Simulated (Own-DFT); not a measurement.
## Calculated data, SiC (4H silicon carbide, atoms displaced)

All values are calculated (Own-DFT development build). A calculation, not a measurement: plane-wave PBE density functional theory by an unreviewed code, no spin, of a simulated periodic cell, stress positive in tension, free energy of the whole cell less one offset for each atom, forces on such cells passed a denser k mesh, this cell's mesh not checked; offsets are fitted by least squares, one for each functional and potential file, so energies compare only between cells with the same atoms and settings and are not formation energies; the far tail of each file's local potential was reset to the Coulomb form; each entry is a single point on an unrelaxed cell, so the pressure reflects the starting lattice, mostly measured values (interpolated for alloys), from which strain is counted, and rises with the displacements; printed positions are rounded, which can move forces by about a meV/angstrom; the program, named Own-DFT, is a retired in-house code; no spin-orbit coupling.

```yaml
- formula: SiC
  kind: "4H silicon carbide, atoms displaced"
  structure:
    cell_angstrom: [[12.3308, 0.0, 0.0], [-6.1654, 10.6788, 0.0], [0.0, 0.0, 10.0681]]
    atoms_fractional:
      - [Si, 0.00906, 0.01057, 0.39844]
      - [Si, 0.07842, 0.16985, 0.1475]
      - [C, 0.97505, 0.99092, 0.10024]
      - [C, 0.08599, 0.1695, 0.33635]
      - [Si, 0.00359, 0.25238, 0.40631]
      - [Si, 0.07342, 0.4091, 0.15109]
      - [C, 0.99173, 0.24299, 0.09275]
      - [C, 0.07677, 0.41845, 0.34463]
      - [Si, 0.99348, 0.49327, 0.42318]
      - [Si, 0.09517, 0.67611, 0.1365]
      - [C, 0.02641, 0.50357, 0.09773]
      - [C, 0.08649, 0.67271, 0.30608]
      - [Si, 0.00476, 0.74805, 0.40742]
      - [Si, 0.07245, 0.91964, 0.17523]
      - [C, 0.9876, 0.75479, 0.09488]
      - [C, 0.0835, 0.90638, 0.36503]
      - [Si, 0.26622, 0.00224, 0.41063]
      - [Si, 0.32288, 0.15452, 0.16757]
      - [C, 0.24828, 0.00826, 0.10104]
      - [C, 0.33693, 0.15174, 0.35036]
      - [Si, 0.24924, 0.25366, 0.39196]
      - [Si, 0.3356, 0.4183, 0.1418]
      - [C, 0.2399, 0.24641, 0.09342]
      - [C, 0.32755, 0.41867, 0.36043]
      - [Si, 0.26617, 0.50305, 0.40931]
      - [Si, 0.32469, 0.66082, 0.16804]
      - [C, 0.24499, 0.4907, 0.10492]
      - [C, 0.33178, 0.65899, 0.33591]
      - [Si, 0.23805, 0.74461, 0.38908]
      - [Si, 0.30947, 0.89714, 0.14546]
      - [C, 0.25691, 0.74865, 0.09739]
      - [C, 0.32421, 0.90955, 0.33853]
      - [Si, 0.48969, 0.99074, 0.3918]
      - [Si, 0.57499, 0.17438, 0.16341]
      - [C, 0.50881, 0.00966, 0.09038]
      - [C, 0.57168, 0.17355, 0.35385]
      - [Si, 0.50463, 0.25561, 0.40764]
      - [Si, 0.58325, 0.41172, 0.162]
      - [C, 0.48096, 0.2347, 0.07614]
      - [C, 0.58429, 0.43088, 0.34811]
      - [Si, 0.4928, 0.50238, 0.3974]
      - [Si, 0.6085, 0.68618, 0.15485]
      - [C, 0.49018, 0.49174, 0.08617]
      - [C, 0.59082, 0.67778, 0.33093]
      - [Si, 0.48735, 0.73921, 0.38987]
      - [Si, 0.57303, 0.89941, 0.15698]
      - [C, 0.5027, 0.73919, 0.08948]
      - [C, 0.58017, 0.90429, 0.36213]
      - [Si, 0.74295, 0.00767, 0.40832]
      - [Si, 0.83866, 0.14838, 0.14803]
      - [C, 0.75977, 0.00091, 0.10575]
      - [C, 0.83941, 0.17636, 0.34341]
      - [Si, 0.75493, 0.25901, 0.40904]
      - [Si, 0.84168, 0.39299, 0.14039]
      - [C, 0.733, 0.25857, 0.08379]
      - [C, 0.83248, 0.41879, 0.33898]
      - [Si, 0.74969, 0.49226, 0.41644]
      - [Si, 0.83373, 0.67086, 0.15899]
      - [C, 0.74058, 0.48394, 0.08721]
      - [C, 0.83144, 0.66419, 0.36255]
      - [Si, 0.74775, 0.74655, 0.40696]
      - [Si, 0.83113, 0.90868, 0.16378]
      - [C, 0.74813, 0.75671, 0.09217]
      - [C, 0.82325, 0.90995, 0.35111]
      - [Si, 0.00326, 0.99117, 0.89839]
      - [Si, 0.90449, 0.83073, 0.68185]
      - [C, 0.00583, 0.99261, 0.6022]
      - [C, 0.90275, 0.82847, 0.84039]
      - [Si, 0.99905, 0.73887, 0.89536]
      - [Si, 0.91054, 0.57395, 0.66509]
      - [C, 0.00271, 0.75878, 0.59497]
      - [C, 0.91591, 0.57839, 0.83007]
      - [Si, 0.00334, 0.4856, 0.90847]
      - [Si, 0.90311, 0.32742, 0.67627]
      - [C, 0.00735, 0.52271, 0.59032]
      - [C, 0.92021, 0.32928, 0.86627]
      - [Si, 0.00473, 0.24621, 0.91555]
      - [Si, 0.92069, 0.08945, 0.67582]
      - [C, 0.01131, 0.25319, 0.60075]
      - [C, 0.92201, 0.09195, 0.84215]
      - [Si, 0.75209, 0.00769, 0.92106]
      - [Si, 0.67012, 0.84521, 0.65951]
      - [C, 0.75369, 0.01417, 0.59991]
      - [C, 0.65275, 0.8246, 0.84911]
      - [Si, 0.75386, 0.76623, 0.89066]
      - [Si, 0.66406, 0.58743, 0.64991]
      - [C, 0.75703, 0.75084, 0.57971]
      - [C, 0.66529, 0.58182, 0.85509]
      - [Si, 0.74712, 0.49654, 0.91199]
      - [Si, 0.65727, 0.32458, 0.64487]
      - [C, 0.73787, 0.48588, 0.58547]
      - [C, 0.6659, 0.33441, 0.85192]
      - [Si, 0.75884, 0.25465, 0.8966]
      - [Si, 0.68619, 0.08212, 0.65495]
      - [C, 0.74632, 0.24452, 0.58053]
      - [C, 0.68065, 0.09184, 0.82214]
      - [Si, 0.4937, 0.99278, 0.90836]
      - [Si, 0.40769, 0.83128, 0.65393]
      - [C, 0.51095, 0.01572, 0.59999]
      - [C, 0.41821, 0.82761, 0.84906]
      - [Si, 0.49296, 0.74571, 0.90309]
      - [Si, 0.40818, 0.57528, 0.68014]
      - [C, 0.5171, 0.76701, 0.58988]
      - [C, 0.40209, 0.5648, 0.84634]
      - [Si, 0.4865, 0.49079, 0.89768]
      - [Si, 0.42297, 0.35646, 0.67316]
      - [C, 0.49985, 0.49375, 0.58024]
      - [C, 0.42938, 0.34653, 0.84549]
      - [Si, 0.50963, 0.2561, 0.8851]
      - [Si, 0.41627, 0.08652, 0.66009]
      - [C, 0.50678, 0.23984, 0.58616]
      - [C, 0.42461, 0.10021, 0.82513]
      - [Si, 0.2582, 0.00254, 0.90553]
      - [Si, 0.17288, 0.84225, 0.66151]
      - [C, 0.25657, 0.99113, 0.59584]
      - [C, 0.17412, 0.83097, 0.85696]
      - [Si, 0.25608, 0.74298, 0.90772]
      - [Si, 0.1603, 0.57, 0.65855]
      - [C, 0.24965, 0.74808, 0.579]
      - [C, 0.16599, 0.59539, 0.83409]
      - [Si, 0.22632, 0.50839, 0.89653]
      - [Si, 0.17766, 0.33722, 0.64817]
      - [C, 0.255, 0.50362, 0.57094]
      - [C, 0.16499, 0.33691, 0.84775]
      - [Si, 0.24725, 0.24908, 0.90931]
      - [Si, 0.16663, 0.07585, 0.64768]
      - [C, 0.2533, 0.25439, 0.60211]
      - [C, 0.16846, 0.06749, 0.83669]
  settings:
    functional: PBE
    potential_files: "PseudoDojo norm-conserving, scalar-relativistic, standard set"
    "wave_cutoff [hartree]": 42.0
    occupations: Fermi-Dirac
    "smearing_width [eV]": 0.1
    hardware: "one NVIDIA H200"
    k_mesh: "3 x 3 x 3 centred on Gamma"
  results:
    "free_energy_of_cell_above_offsets [eV]": "24.650"
    "pressure [GPa]": 11.37
    "stress_xx [GPa]": -9.84
    "stress_yy [GPa]": -11.22
    "stress_zz [GPa]": -13.06
    "stress_yz [GPa]": -0.83
    "stress_xz [GPa]": 1.01
    "stress_xy [GPa]": 0.0
    force_element: [Si, Si, C, C, Si, Si, C, C, Si, Si, C, C, Si, Si, C, C, Si, Si, C, C, Si, Si, C, C, Si, Si, C, C, Si, Si, C, C, Si, Si, C, C, Si, Si, C, C, Si, Si, C, C, Si, Si, C, C, Si, Si, C, C, Si, Si, C, C, Si, Si, C, C, Si, Si, C, C, Si, Si, C, C, Si, Si, C, C, Si, Si, C, C, Si, Si, C, C, Si, Si, C, C, Si, Si, C, C, Si, Si, C, C, Si, Si, C, C, Si, Si, C, C, Si, Si, C, C, Si, Si, C, C, Si, Si, C, C, Si, Si, C, C, Si, Si, C, C, Si, Si, C, C, Si, Si, C, C]
    "force_x [eV/angstrom]": [-1.024, 0.615, 6.62, -0.413, -0.621, 5.74, 1.109, 1.812, 0.197, -3.615, -6.971, -0.908, -1.099, 1.328, 3.825, -0.54, -3.015, 1.071, -0.618, -2.491, 1.834, -0.731, 1.466, 4.478, -6.793, 2.938, -2.352, -1.826, 1.292, 1.326, 0.336, 1.9, 0.927, 0.112, -0.617, 5.818, -3.484, -1.8, 0.395, 1.185, 1.546, -6.231, 2.991, -0.977, 3.255, 0.163, -2.409, -2.42, 2.891, -4.264, -2.737, -0.631, -0.352, -1.835, 2.481, 1.065, -1.212, -1.318, 1.903, 0.945, 0.34, -3.305, 5.664, 1.066, -1.479, 2.781, -3.446, 4.387, -1.121, -2.0, 0.27, 0.399, -2.277, 2.418, 0.75, 0.767, 0.003, 1.485, -2.252, 0.501, 0.058, 1.069, 9.362, 1.083, -2.669, 0.91, -1.962, -1.054, -0.367, 2.016, 1.013, 3.538, -4.333, -11.03, 1.046, -0.784, 0.911, 2.657, -0.091, -2.12, 1.647, 1.135, -3.288, -2.782, 2.711, 0.882, -1.061, -1.111, -2.724, 2.121, -4.389, 0.035, 0.299, -0.043, -1.119, -0.378, -1.268, 0.528, -0.859, -1.526, 7.36, -2.271, -0.797, 0.106, 1.089, 1.034, 2.063, -1.856]
    "force_y [eV/angstrom]": [-3.954, -2.258, 3.724, 0.58, 0.654, -1.684, 1.873, -0.548, 0.304, -2.059, 1.943, -0.904, -1.956, -0.48, 0.082, 4.815, -3.602, 4.063, -5.577, 5.257, -1.375, -0.972, -0.194, -2.595, 0.99, -1.694, 1.804, 0.812, -0.343, 7.566, -2.707, -0.558, 1.665, -0.862, -2.593, -2.603, 1.762, -0.424, 1.718, -2.859, 1.365, -6.375, 1.893, -2.352, 1.603, 3.056, 0.662, 2.413, -0.684, 5.572, -5.648, -1.957, -1.183, 7.858, -6.497, -0.471, 2.062, -3.187, 2.646, -0.278, 0.87, -0.392, 1.093, 2.645, 1.502, 0.312, 1.165, 1.385, 1.661, 2.579, -1.827, -1.279, 4.55, 0.427, -3.356, -0.479, 0.193, -0.181, -0.08, -2.701, -0.892, -0.89, -5.326, 3.472, -5.791, -0.965, 0.408, 1.411, 0.77, 0.739, 1.848, 0.938, -2.242, 4.109, 1.177, -0.562, 2.99, 1.81, -3.139, 0.596, -2.192, 2.39, -3.59, 2.582, 5.425, -4.862, 3.419, -6.279, -0.785, -0.774, 1.291, -3.709, 0.306, -4.643, 3.56, 0.278, 3.202, 3.406, -0.888, -2.31, -3.781, 0.098, -0.321, 0.323, -0.181, 1.519, -1.646, 2.307]
    "force_z [eV/angstrom]": [3.002, 1.407, -2.435, -0.188, 1.101, 4.385, -0.234, 0.403, -6.069, -0.18, -4.603, 7.038, 0.691, -1.677, -2.486, -2.974, 1.45, -1.232, -2.295, -1.155, 3.124, 2.108, 0.437, -5.059, -4.655, -4.281, -2.378, 2.97, 1.869, 2.538, -3.542, -1.659, 3.094, -1.385, 1.014, -3.332, 1.07, -2.041, 2.41, -0.859, 0.302, 0.176, 0.722, 2.298, 3.901, 0.31, 0.2, -3.801, 0.346, 4.311, -2.399, -0.806, -3.263, 4.098, -1.804, 0.119, -4.43, 1.032, 2.431, -2.762, -0.983, 2.292, -3.164, -0.66, 1.674, -12.53, -0.757, 5.795, 2.006, -5.993, 2.332, 7.042, 0.868, -3.61, 3.153, -3.1, -1.876, -6.751, -0.373, 5.345, -2.34, -0.862, -3.704, -1.35, 4.46, 0.769, 5.341, -2.491, -1.59, 2.318, 4.362, -3.798, 2.246, -0.714, 4.718, 7.112, -1.461, -1.511, -1.114, -1.405, 1.413, -8.044, 0.046, 2.995, 4.846, -4.419, 1.929, -0.414, 3.861, -5.076, 0.943, 6.113, 1.151, -0.408, -0.929, -1.073, 0.503, -4.165, 1.68, 0.052, 3.774, 1.199, 9.813, -0.886, -1.225, 0.97, -1.578, 0.859]
    "wall_time [s]": 580.9
```
